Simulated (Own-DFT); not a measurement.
# A change of arrangement and its cost: C34N2Si36, 72 atoms

All numbers below are calculated, not measured. They come from Own-DFT, an in-house plane-wave density functional program, since retired, whose code no person has reviewed. Each row is one single-point run on a periodic cell that was not relaxed, without spin or spin-orbit coupling.

Settings of every run: PBE; PseudoDojo norm-conserving scalar-relativistic files; cutoff 42 hartree; 4 x 4 x 3 k mesh centred on Gamma; Fermi-Dirac smearing of 0.1 eV.

Known limits: not probed for a lower state with spin; forces on such cells passed a denser k mesh, each cell not checked; stress not checked against mesh or cutoff.

All cells hold the same atoms in the same cell, with vectors in Å (9.248, 0.000, 0.000); (-4.624, 8.009, 0.000); (0.000, 0.000, 10.068). Every atom was moved at random from its ideal site; u is the rms move along one axis. The defect's site can differ from row to row. E is the free energy of the cell above the lowest run. The arrangements:

- A: 4H SiC, with two N on a C site each, 3.1 Å apart
- B: 2H SiC, with two N on a C site each, 3.1 Å apart

```
arrangement   u (Å)  E (eV)  P (GPa)
          A  0.0292   0.000     2.78
          A  0.0312   0.265     2.87
          A  0.0336   0.689     2.83
          A  0.0465   2.760     3.77
          A  0.0479   3.943     4.11
          A  0.0517   5.137     4.49
          B  0.0287   0.701     2.97
          B  0.0303   0.753     3.00
          B  0.0305   0.938     3.06
          B  0.0472   4.308     4.15
          B  0.0472   4.325     3.91
          B  0.0515   5.602     4.88
```

Question: once the cost of the random moves is taken out, how do the arrangements rank?

## Worked answer

Fit E = a + b u², with one b for all and one a for each arrangement, and with residuals divided by u², since the noise grows with the moves. Then b = 2632 eV/Å², the scatter at u = 0.04 Å is 0.21 eV, and against A:

- B: 0.75 ± 0.09 eV (higher)

These are energies of unrelaxed cells. Relaxing the atoms lowers the strained arrangements most, so the gaps would shrink and small ones could change sign.
